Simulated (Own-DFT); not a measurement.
## Calculated data, AlGa₃N₄ (wurtzite random alloy, strained, atoms displaced)

Computed with Own-DFT development build. A calculation, not a measurement: plane-wave PBE density functional theory by an unreviewed code, no spin, of a simulated periodic cell, stress positive in tension, free energy of the whole cell less one offset for each atom, forces on such cells passed a denser k mesh, this cell's mesh not checked; offsets are fitted by least squares, one for each functional and potential file, so energies compare only between cells with the same atoms and settings and are not formation energies; the far tail of each file's local potential was reset to the Coulomb form; each entry is a single point on an unrelaxed cell, so the pressure reflects the starting lattice, mostly measured values, from which strain is counted, and rises with the displacements; printed positions are rounded, which can move forces by about a meV/angstrom; the program is a retired in-house code; no spin-orbit coupling.

Common to all runs: functional PBE; potential files PseudoDojo norm-conserving, scalar-relativistic, standard set with the stringent files for Ga; wave cutoff 96 hartree; occupations Gaussian; smearing width 0.01 eV; k mesh 4 x 4 x 3 centred on Gamma.

(1) 
```xyz
72
Lattice="9.5330 0.0000 0.0000 -4.7665 8.2558 0.0000 0.0000 0.0000 10.2685" Properties=species:S:1:pos:R:3:force_x:R:1:force_y:R:1:force_z:R:1 formula=AlGa3N4 free_energy_of_cell_above_offsets=-10.013 pressure=5.87 stress_xx=-4.55 stress_yy=-6.98 stress_zz=-6.08 stress_yz=0.32 stress_xz=-0.8 stress_xy=0.08
Ga     0.0026     1.8880    10.2609     -0.072     -2.175      0.131
Al     1.5933     0.9685     2.5726     -0.652     -1.386      0.123
N     -0.0015     1.8768     1.9622      0.574     -2.098      -0.28
N      1.5832     0.9253     4.4964      0.366      0.218     -1.273
Ga     0.0023     1.8393     5.0907     -0.206     -1.002      1.099
Ga     1.5850     0.9269     7.7290      0.686     -0.676     -1.353
N      0.0347     1.9047     7.0781     -0.005     -1.599     -0.343
N      1.6471     0.8373     9.6227      -1.23      1.332      0.898
Al    -1.5949     4.5668     0.0507     -0.687      0.292     -1.267
Ga    -0.0237     3.6137     2.5479       0.36      1.576      0.774
N     -1.6316     4.5725     1.9655      0.972     -0.326     -1.077
N      0.0572     3.5958     4.5269      0.133      2.359     -0.429
Ga    -1.5627     4.5753     5.0716     -0.111      0.155      1.054
Ga     0.0622     3.6573     7.6570     -0.436      1.138      0.923
N     -1.5735     4.5756     7.1281      0.122     -1.553     -1.438
N     -0.1033     3.6087     9.6884      1.567      2.764      -0.44
Ga    -3.2338     7.3225    10.2406      1.597     -0.586        0.7
Ga    -1.5433     6.3931     2.4986     -1.337      0.142      1.734
N     -3.1782     7.2744     1.9933     -0.471      1.687     -0.288
N     -1.5624     6.4758     4.5774     -0.121     -1.204     -1.657
Ga    -3.1338     7.3954     5.1100     -1.077     -1.109      0.857
Ga    -1.5217     6.3176     7.6658     -1.039      2.067      -0.11
N     -3.1380     7.3224     7.0601     -0.644     -0.019      0.382
N     -1.5301     6.4205     9.5526     -0.869     -1.353      2.386
Ga     3.1647     1.7960    10.2113      0.447      0.709      0.141
Ga     4.7075     0.9883     2.4898      1.054     -1.808      1.716
N      3.1370     1.8617     2.0094     -0.764     -2.855     -1.933
N      4.8529     0.8930     4.5734     -1.109      0.305     -2.012
Ga     3.2403     1.7580     5.0948     -0.479      1.292      1.019
Ga     4.7977     0.8724     7.7401     -0.085      0.783     -0.369
N      3.2212     1.8263     7.0652     -0.292     -0.494       0.22
N      4.7861     0.8282     9.6868      0.228      1.502      0.624
Al     1.5885     4.6120     0.0565          0      -0.71     -1.324
Ga     3.1699     3.5487     2.5533       0.96       3.76      1.558
N      1.6105     4.4605     1.9294     -0.586       1.49     -0.436
N      3.2045     3.6749     4.5674     -0.232      0.156     -0.665
Al     1.5887     4.5827     5.1407      0.681     -0.381     -0.456
Ga     3.1394     3.6616     7.6726      2.329     -1.164     -0.594
N      1.7371     4.5919     7.0568     -3.422      0.987     -1.427
N      3.1504     3.6688     9.5321      -0.68     -0.027      2.524
Ga    -0.0064     7.3072     0.0550       0.48     -0.745     -1.108
Ga     1.5165     6.3948     2.5945      2.043     -0.564     -0.554
N      0.0057     7.2628     1.9632     -0.334      1.747      -0.39
N      1.5653     6.4006     4.4646     -0.134     -0.915      1.618
Ga    -0.0069     7.3665     5.1402      0.694     -0.486      0.216
Ga     1.5776     6.4163     7.6602      0.427      0.347      0.585
N     -0.0121     7.3554     7.0694      0.785     -0.818      0.009
N      1.6694     6.4126     9.6249     -0.848     -0.818      0.831
Al     6.2743     1.8406     0.0673      1.076     -0.476     -1.035
Al     7.9911     1.0041     2.5276     -1.301     -1.615      0.604
N      6.3077     1.8567     1.9841      1.307     -1.389     -1.398
N      7.9367     0.9840     4.4699      0.132     -1.141     -0.506
Ga     6.3320     1.9052     5.0923      1.108     -1.114      1.618
Ga     7.9872     0.9282     7.7195      0.057     -0.099      0.368
N      6.4116     1.7813     7.1304     -0.804      0.833     -0.841
N      7.9145     0.9285     9.6981     -0.383     -0.621      0.638
Ga     4.7907     4.5413    10.2330     -1.135      0.694     -0.002
Ga     6.3656     3.6160     2.5531     -0.757      1.328      0.659
N      4.8129     4.5056     1.8541     -1.066       1.41      1.634
N      6.3707     3.6506     4.4952     -0.819      1.938          0
Al     4.7593     4.6643     5.1184      0.244     -2.429      0.166
Ga     6.2990     3.6819     7.7361      0.542     -0.617     -1.248
N      4.7433     4.5592     6.9793      0.401      0.519      0.891
N      6.2839     3.6093     9.6178      1.792     -0.035      1.401
Al     3.1358     7.3062     0.0548      0.942      0.982     -0.332
Al     4.7823     6.4373     2.6303     -0.862     -0.857     -1.252
N      3.1374     7.3788     1.9526      1.015     -0.116      0.157
N      4.7287     6.3296     4.4922      0.554      1.939     -0.567
Ga     3.1427     7.2823     5.1703      0.541      1.084     -0.782
Ga     4.7019     6.3965     7.7847      2.047     -0.523     -1.844
N      3.2459     7.3072     7.1032     -1.489      0.959     -0.541
N      4.7838     6.4464     9.6349     -1.723     -0.588      1.313
```

Units: free_energy_of_cell_above_offsets in eV; pressure, stress_xx, stress_yy, stress_zz, stress_yz, stress_xz, stress_xy in GPa; force_x, force_y, force_z in eV/Å.

(2) 
```xyz
72
Lattice="9.5330 0.0000 0.0000 -4.7665 8.2558 0.0000 0.0000 0.0000 10.2685" Properties=species:S:1:pos:R:3:force_x:R:1:force_y:R:1:force_z:R:1 formula=AlGa3N4 free_energy_of_cell_above_offsets=-9.922 pressure=5.69 stress_xx=-5.02 stress_yy=-4.6 stress_zz=-7.44 stress_yz=0.16 stress_xz=-0.39 stress_xy=1.08
Ga     0.0963     1.8803     0.0190     -1.454     -0.267     -0.109
Ga     1.5800     0.8904     2.5199      0.324      0.255      1.942
N      0.0623     1.8066     1.9382     -2.167      0.494      0.368
N      1.6070     0.8803     4.5553     -0.113      0.527     -0.689
Ga    -0.0757     1.8302     5.1919      1.386     -0.159     -2.168
Ga     1.6135     0.9161     7.7230      0.512     -0.326     -0.608
N      0.0475     1.8041     7.0275      -0.51      1.227      2.393
N      1.6054     0.9280     9.6546      0.466      0.359     -0.215
Al    -1.5874     4.4982     0.0409     -1.576      1.923     -0.937
Ga    -0.0149     3.6663     2.5228      2.063         -1      1.249
N     -1.5065     4.5693     1.9727     -1.398      0.619     -1.636
N      0.0500     3.7133     4.5381     -0.526     -0.484     -0.641
Ga    -1.6068     4.5695     5.0625      0.881     -0.159      1.734
Al     0.0505     3.6607     7.7183     -0.225      0.366     -0.491
N     -1.5333     4.5153     7.1141      0.505      0.481     -0.735
N     -0.0735     3.7453     9.6527      1.444     -1.111     -0.678
Ga    -3.2307     7.3614     0.0512      0.779     -0.643     -1.168
Ga    -1.5919     6.3944     2.5816      -0.23      0.696     -0.641
N     -3.2124     7.3486     1.9331      0.852     -0.911      0.607
N     -1.6235     6.3797     4.4823      1.837      0.758      0.358
Ga    -3.1358     7.2846     5.1597     -0.805      1.244      0.385
Ga    -1.5986     6.3954     7.6695     -0.266      -0.31      0.183
N     -3.1598     7.3686     7.0978     -1.478       -1.4      0.141
N     -1.6748     6.4716     9.5665      1.196     -1.173      2.133
Ga     3.2256     1.8247     0.0588     -0.657       0.11     -1.787
Ga     4.6870     0.8679     2.6119      0.568       1.24     -0.799
N      3.1275     1.8677     1.8665      0.527     -1.227      1.897
N      4.7021     1.0409     4.4846       0.56     -2.351      0.832
Al     3.1574     1.8185     5.1624     -0.776       0.25      -1.42
Ga     4.7502     0.9053     7.7277      0.753      0.516      -0.44
N      3.1863     1.8115     6.9592      0.038      0.164      2.586
N      4.8025     0.9451     9.7504     -0.313      0.159     -1.552
Ga     1.6448     4.5462     0.0106     -1.365      1.723     -0.612
Ga     3.1251     3.6421     2.5090      1.673     -0.435      2.082
N      1.6801     4.5841     1.9285     -2.286      0.061     -0.449
N      3.1182     3.5777     4.5090      0.002      1.278     -0.153
Al     1.5800     4.6077     5.0812      1.103     -0.825      0.906
Ga     3.1558     3.6212     7.7687      1.184     -0.039     -1.736
N      1.6686     4.5692     7.0921     -1.845      0.083     -1.072
N      3.1948     3.6851     9.6623     -1.008     -1.594     -0.355
Ga    -0.0289     7.4121     0.0351      0.033     -2.177     -1.218
Ga     1.5970     6.3708     2.5412      0.699      0.986     -1.156
N      0.0044     7.3244     1.9314     -0.297     -0.174      0.777
N      1.5919     6.4165     4.4205      -1.12      -0.45      1.773
Al     0.0468     7.3191     5.0902     -1.264      0.774      0.045
Ga     1.5773     6.4480     7.6471     -0.223      -0.16       0.68
N     -0.0691     7.3446     7.0105      1.248      0.018     -0.777
N      1.6084     6.4442     9.5939     -0.391     -0.228       0.64
Al     6.2902     1.8216     0.0426      2.003      0.588     -0.647
Al     7.8473     0.9480     2.5560      1.932     -1.296     -0.767
N      6.3851     1.8554     1.9209     -0.594     -0.473     -0.055
N      7.9042     0.9095     4.4381      0.145      0.107     -0.024
Ga     6.3629     1.8413     5.1190     -0.502     -0.033       0.98
Al     8.0867     0.9518     7.7286     -2.247     -0.466      0.303
N      6.3954     1.8744     7.1027      0.686      -1.29       0.26
N      7.9967     0.8237     9.7069     -0.471      4.216     -1.894
Ga     4.6638     4.5737     0.0138      2.428     -0.018      0.679
Ga     6.4104     3.6971     2.5315     -0.822     -0.762      0.798
N      4.7774     4.4844     1.9422      0.028      1.169      0.381
N      6.3545     3.6766     4.5715      0.914     -0.658     -2.013
Ga     4.8198     4.5402     5.0770     -2.291      0.404       0.79
Ga     6.3564     3.7376     7.7508      0.437     -1.042     -0.931
N      4.7963     4.5086     7.0298     -1.085      1.805       0.85
N      6.2932     3.6363     9.6155      1.136     -0.376      2.368
Ga     3.2415     7.3842    10.2086     -0.497     -3.048      1.221
Ga     4.7947     6.3928     2.6359     -0.807     -0.159     -1.112
N      3.2093     7.2868     1.9003     -0.386      1.272      0.945
N      4.7894     6.4305     4.5264     -0.659     -0.496      0.395
Ga     3.1086     7.3303     5.1083      1.564      0.203      0.324
Al     4.6938     6.3637     7.7272      1.397     -0.022     -0.484
N      3.1921     7.3636     7.0802      0.541      0.355      0.108
N      4.8323     6.3263     9.6932     -1.193      1.314     -1.947
```

Units: free_energy_of_cell_above_offsets in eV; pressure, stress_xx, stress_yy, stress_zz, stress_yz, stress_xz, stress_xy in GPa; force_x, force_y, force_z in eV/Å.

(3) 
```xyz
72
Lattice="9.5330 0.0000 0.0000 -4.7665 8.2558 0.0000 0.0000 0.0000 10.2685" Properties=species:S:1:pos:R:3:force_x:R:1:force_y:R:1:force_z:R:1 formula=AlGa3N4 free_energy_of_cell_above_offsets=-8.551 pressure=6.38 stress_xx=-5.04 stress_yy=-7.98 stress_zz=-6.14 stress_yz=-0.15 stress_xz=0.29 stress_xy=0.44
Ga    -0.0301     1.9004     0.0050     -0.049     -1.482     -2.641
Ga     1.6127     0.9622     2.5897     -0.696     -1.401     -0.612
N      0.0325     1.8467     1.7920     -0.331     -0.464       4.13
N      1.5779     0.9736     4.5455      0.207     -2.016     -0.553
Ga     0.0899     1.8933     5.0769     -2.079     -0.438      1.941
Ga     1.6466     0.8319     7.6810     -0.846      2.164      0.385
N     -0.0278     1.7483     7.1558      1.376      2.304     -1.331
N      1.5081     0.8791     9.5798      1.917      0.177      1.707
Ga    -1.5426     4.5612     0.0255     -0.984      1.135      0.319
Ga     0.1022     3.6305     2.5093      -1.49      0.573      0.487
N     -1.6366     4.6552     2.0009      0.401     -2.965     -0.913
N     -0.0092     3.6764     4.5338     -0.779      0.473     -0.963
Al    -1.6364     4.5287     5.0874      1.399      1.088      1.232
Al    -0.0210     3.7016     7.6855      0.728     -0.958      0.461
N     -1.4942     4.6519     7.1021       -1.6     -0.307     -0.744
N      0.0391     3.7276     9.7437     -0.576     -0.347     -2.485
Al    -3.0745     7.3542    10.2156     -2.953      0.358      1.862
Ga    -1.6087     6.3473     2.6494      0.022      2.548     -1.783
N     -3.1848     7.3249     2.0358     -0.659      0.053     -1.354
N     -1.5861     6.3938     4.4760     -0.973     -0.665      2.733
Ga    -3.2343     7.3100     5.2218      0.698       0.07     -1.282
Al    -1.5986     6.4262     7.7446      0.381     -0.794     -0.002
N     -3.2151     7.2913     7.1993      2.528     -0.333     -2.098
N     -1.6424     6.4496     9.6706       1.53     -0.635     -1.319
Al     3.1404     1.7691     0.0400     -0.246      0.488     -0.602
Al     4.7643     0.8758     2.5835      -0.33          0      0.023
N      3.1870     1.8468     1.9831      0.801     -2.061     -1.063
N      4.7786     0.7973     4.5660     -0.031      3.275     -1.944
Ga     3.1446     1.8010     5.0992      1.451      1.214      0.773
Ga     4.7707     0.8253     7.7369      0.189      1.372     -0.153
N      3.2162     1.8163     7.0551     -0.175     -0.043      0.105
N      4.7581     0.9643     9.7075     -0.541      0.527     -0.786
Ga     1.6066     4.5908     0.0337      0.984      0.598       -0.7
Ga     3.2301     3.5904     2.5008     -1.174      1.549      0.836
N      1.6435     4.5829     1.9197     -0.281      0.397      0.758
N      3.1322     3.6941     4.4491      2.108     -0.904      0.529
Ga     1.6117     4.6130     4.9957     -0.674     -1.364      2.044
Ga     3.1598     3.7382     7.6962     -1.183     -1.702      0.905
N      1.5574     4.6189     7.0738     -0.243     -1.879     -0.581
N      3.1884     3.5841     9.7200      0.821      0.685     -0.424
Ga     0.0347     7.3965    10.1302     -0.304     -1.035        1.9
Ga     1.5400     6.4524     2.5396      0.374     -0.122     -0.093
N     -0.0377     7.3863     1.9150       0.07     -0.341      0.027
N      1.5798     6.3305     4.4920     -0.032      3.322     -0.249
Ga    -0.0911     7.3796     5.1421      1.192     -3.274      0.909
Ga     1.5743     6.3500     7.7022       0.84      1.094      0.077
N      0.0103     7.2529     7.1215     -1.359      0.813     -0.225
N      1.6251     6.4591     9.6014     -0.524     -0.863      0.743
Ga     6.4007     1.9109    10.2479     -0.634     -1.309      0.897
Ga     7.9477     0.8265     2.6272     -0.071      1.299     -2.421
N      6.2683     1.8163     1.9867      0.647     -0.048       0.01
N      7.9358     0.8605     4.4574      0.801      0.405      1.819
Ga     6.3879     1.7772     5.1676     -0.607      0.404     -0.106
Ga     7.8648     0.9961     7.5916      2.231     -1.719      2.948
N      6.4184     1.8993     7.1238     -3.077       0.15     -1.138
N      7.9072     0.9151     9.7090       0.32      0.705      -1.17
Al     4.8354     4.6162    10.2179     -1.695     -0.022      1.032
Ga     6.2797     3.6365     2.5738      0.582      0.533      0.359
N      4.6633     4.6322     1.9899      2.106     -0.389     -1.693
N      6.3588     3.6601     4.6137     -0.838     -0.011     -0.848
Al     4.7743     4.6029     5.0685     -0.857     -1.117      0.582
Ga     6.2414     3.7008     7.7412      1.711      0.257     -1.372
N      4.6885     4.5422     7.0440      1.126      1.538     -1.371
N      6.3273     3.6813     9.6025      0.349      0.924      1.402
Ga     3.1489     7.3506     0.0782      0.933      0.183     -4.001
Al     4.7331     6.3581     2.5513       0.43      1.937     -0.655
N      3.1900     7.3576     1.8234      0.292     -1.148        4.9
N      4.7467     6.3706     4.4470      0.399       0.08      0.684
Ga     3.2272     7.3080     5.1803     -1.274      -0.26      0.234
Ga     4.8024     6.4334     7.6495     -2.573     -0.893      2.296
N      3.1613     7.3951     7.2001      0.131     -1.095     -1.923
N      4.7952     6.4191     9.7014      0.664     -0.283     -0.451
```

Units: free_energy_of_cell_above_offsets in eV; pressure, stress_xx, stress_yy, stress_zz, stress_yz, stress_xz, stress_xy in GPa; force_x, force_y, force_z in eV/Å.
